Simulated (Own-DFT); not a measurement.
# Reading a pressure off an energy slope: corundum Al2O3, 78 atoms (Al32O46), with two O vacancies

Calculated, not measured. Each geometry was run twice at fixed positions with Own-DFT, a retired in-house plane-wave program that no person has reviewed: with PBE, and with HSE06 (exact exchange share 0.25 at short range, screening 0.11 per bohr, Gygi-Baldereschi treatment of its divergence). Both used PseudoDojo norm-conserving files made for PBE, a cutoff of 48 hartree, the Gamma point alone, fixed occupations, a neutral cell and no spin. With Gamma alone and a thickness of 7.9 Å, finite-size errors remain in every number. The oxygen file's force components were 24 meV/Å off all-electron values in a glass.

Unstrained cell vectors in Å: (5.494, 0.000, 8.660); (-2.747, 4.758, 8.660); (-2.747, -4.758, 8.660), volume V0 = 679.1 Å³, from measured lattice constants. Each geometry has its own random strain of a few per cent, its own defect sites and random moves of rms u per axis. HSE06 gave the energy alone. D is its energy less that of PBE, over the lowest D shown. The PBE stress wasn't checked against mesh or cutoff.

| run | V - V0 (Å³) | u (Å) | P with PBE (GPa) | D (eV) |
|---|---|---|---|---|
| 1 | 9.4 | 0.0536 | 5.95 | 1.447 |
| 2 | 10.1 | 0.0315 | 3.74 | 1.327 |
| 3 | -2.3 | 0.0296 | 8.49 | 0.768 |
| 4 | 7.1 | 0.0323 | 4.48 | 1.159 |
| 5 | 21.7 | 0.0311 | -0.50 | 1.800 |
| 6 | 12.9 | 0.0472 | 4.53 | 1.487 |
| 7 | -0.2 | 0.0292 | 7.61 | 0.909 |
| 8 | -3.7 | 0.0308 | 8.98 | 0.739 |
| 9 | -21.5 | 0.0293 | 15.51 | 0.000 |
| 10 | 0.7 | 0.0468 | 8.71 | 1.077 |
| 11 | -10.0 | 0.0494 | 13.55 | 0.579 |
| 12 | 7.3 | 0.0293 | 4.50 | 1.133 |
| 13 | 4.4 | 0.0528 | 7.37 | ? |

## What the rows give

D = 0.80 + 0.0410 (V - V0) + 87 u² eV, with an error of 0.0009 on the volume slope, 14 on the last term and a scatter of 0.04 eV. Pressure is -dE/dV, and 1 eV/Å³ is 160.2 GPa, so HSE06 changes the pressure by -6.6 ± 0.1 GPa. With the ions held to the strained lattice, the PBE pressure falls by 259 ± 5 GPa per unit of volume strain; the shape of the strain isn't fitted, so the true error is larger, and a relaxed crystal would be softer. On that slope HSE06's volume at a given pressure is about 2.5 % smaller, or 0.8 % in lengths. At u = 0 and V0 the PBE pressure is 6.4 GPa, which puts the zero-pressure volume, against the measured cell and with the defects in, at +2.5 % for PBE and -0.1 % for HSE06, each good to a few tenths of a per cent.

## The run left out

The question: what D should run 13 give?

The fitted form gives 1.23 eV, with rows scattering by 0.04. The run itself gave 1.277 eV.
